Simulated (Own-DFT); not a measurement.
# Computed records: GaP (zincblende, strained, atoms displaced)

A calculation, not a measurement: plane-wave PBE density functional theory by an unreviewed code, no spin, of a simulated periodic cell, stress positive in tension, free energy of the whole cell less one offset for each atom, forces on such cells passed a denser k mesh, this cell's mesh not checked; offsets are fitted by least squares, one for each functional and potential file, so energies compare only between cells with the same atoms and settings and are not formation energies; the far tail of each file's local potential was reset to the Coulomb form; each entry is a single point on an unrelaxed cell, so the pressure reflects the starting lattice, mostly measured values (interpolated for alloys), from which strain is counted, and rises with the displacements; printed positions are rounded, which can move forces by about a meV/angstrom; the program, named Own-DFT, is a retired in-house code; no spin-orbit coupling. Program: Own-DFT development build.

```xyz
64
Lattice="10.8620 0.0000 0.0000 0.0000 10.8620 0.0000 0.0000 0.0000 10.9361" Properties=species:S:1:pos:R:3:force_x:R:1:force_y:R:1:force_z:R:1 formula=GaP functional=PBE potential_files=PseudoDojo_norm-conserving,scalar-relativistic,standard_set wave_cutoff=42 occupations=Fermi-Dirac smearing_width=0.1 hardware=one_NVIDIA_H100 k_mesh=3_x_3_x_3_centred_on_Gamma free_energy_of_cell_above_offsets=-35.112 pressure=3.18 stress_xx=-3.34 stress_yy=-3.34 stress_zz=-2.86 stress_yz=-0.25 stress_xz=-0.3 stress_xy=-0.26 wall_time=515.9
Ga     0.0251    10.8519     0.0029     -0.199      0.156     -0.164
Ga    10.8447     2.7060     2.6869     -0.079       0.02      0.926
Ga     2.7609    10.8085     2.7167     -0.366      0.805      0.247
Ga     2.7026     2.6999     0.0226      0.157      0.298     -0.124
P      1.3551     1.3685     1.3729      0.237     -0.456      0.074
P      1.3471     4.0881     4.1248      0.282     -0.074     -0.274
P      4.0725     1.3314     4.1428      0.124      0.158     -0.564
P      4.1180     4.0717     1.3500     -0.589      0.025      0.469
Ga     0.0496    10.8436     5.5185     -0.649     -0.083     -0.487
Ga     0.0146     2.6928     8.2312     -0.201      0.336     -0.332
Ga     2.6901     0.0303     8.2272     -0.098     -0.168     -0.585
Ga     2.7671     2.7069     5.4912     -0.503      0.318     -0.218
P      1.3203     1.3882     6.8064      0.676     -0.048      0.485
P      1.3570     4.0633     9.5622     -0.104     -0.014      0.439
P      4.0326     1.3714     9.5526      0.397       0.03      0.262
P      4.1195     4.0897     6.8412     -0.973      0.011      0.038
Ga    10.8141     5.3980     0.0210      0.307      0.203     -0.511
Ga    10.8544     8.1727     2.7101      -0.07     -0.114      0.582
Ga     2.7262     5.5192     2.7303       -0.3     -0.992      -0.09
Ga     2.7409     8.1011    10.9165     -0.632      0.087      0.008
P      1.2784     6.7690     1.3778      0.725      0.327     -0.387
P      1.3915     9.5305     4.0976      -0.37     -0.334     -0.089
P      4.1105     6.7781     4.0666     -0.226      0.423       0.37
P      4.0704     9.5042     1.3565     -0.308     -0.247     -0.503
Ga    10.8370     5.4644     5.4838      0.103     -0.461     -0.068
Ga     0.0155     8.1440     8.2199     -0.584      -0.02     -0.391
Ga     2.7050     5.4212     8.2317     -0.132     -0.041      -0.45
Ga     2.7449     8.1850     5.4439     -0.243     -0.672      0.189
P      1.3099     6.7725     6.8647      0.836      0.339     -0.357
P      1.3238     9.4995     9.5228      0.636      0.006      0.696
P      4.0711     6.7353     9.5564      0.436      0.416      0.157
P      4.0800     9.5105     6.8215     -0.503      0.269       0.31
Ga     5.4027    10.8367     0.0021     -0.108       0.54     -0.227
Ga     5.4537     2.7379     2.7771     -0.259     -0.626     -0.418
Ga     8.1068     0.0116     2.7074      0.162     -0.505       0.58
Ga     8.1610     2.7115    10.9265     -0.198      0.019      0.127
P      6.7748     1.2962     1.3580       -0.2      0.894     -0.141
P      6.8193     4.0427     4.0713      -0.16      0.383      0.799
P      9.4746     1.3038     4.1286       0.51      0.282     -0.347
P      9.4987     4.1290     1.4055     -0.431     -0.767     -0.323
Ga     5.4225    10.8576     5.4916      0.079     -0.023     -0.165
Ga     5.3984     2.7848     8.2062      0.216     -1.363      -0.36
Ga     8.1667    10.8508     8.1896      -0.44        0.2      0.218
Ga     8.1805     2.7191     5.4911      -0.28     -0.276     -0.117
P      6.7905     1.3062     6.8134     -0.099      0.862      0.474
P      6.7434     4.0250     9.5216      0.848      0.785      0.762
P      9.5100     1.3566     9.5406      0.037     -0.196      0.471
P      9.5014     4.0752     6.8480      0.252     -0.063      0.121
Ga     5.4668     5.4243     0.0368     -0.044     -0.178     -0.617
Ga     5.3844     8.1624     2.6650      0.768     -0.295      0.519
Ga     8.1154     5.4401     2.7449      0.164      0.252      0.192
Ga     8.2006     8.1577    10.9306     -0.569       0.06     -0.227
P      6.8113     6.7810     1.3406     -0.001      0.469      0.164
P      6.7296     9.4938     4.1260      0.262     -0.037      -0.66
P      9.4973     6.7860     4.1252      -0.14      0.436     -0.359
P      9.5091     9.5078     1.3619     -0.069      0.288       0.11
Ga     5.3857     5.4159     5.4832      0.837      0.087     -0.613
Ga     5.3980     8.1799     8.1739      0.457     -0.519      0.224
Ga     8.1383     5.4354     8.1748     -0.115     -0.145      0.267
Ga     8.1193     8.1650     5.4718      0.091      -0.11     -0.315
P      6.8074     6.7682     6.7889     -0.539      0.275      0.453
P      6.7491     9.5513     9.5835      0.514     -0.698     -0.254
P      9.5056     6.7915     9.5612     -0.059     -0.225     -0.015
P      9.4581     9.5044     6.8379      0.728     -0.309      0.018
```

Units: wave_cutoff in hartree; smearing_width, free_energy_of_cell_above_offsets in eV; pressure, stress_xx, stress_yy, stress_zz, stress_yz, stress_xz, stress_xy in GPa; wall_time in s; force_x, force_y, force_z in eV/Å.
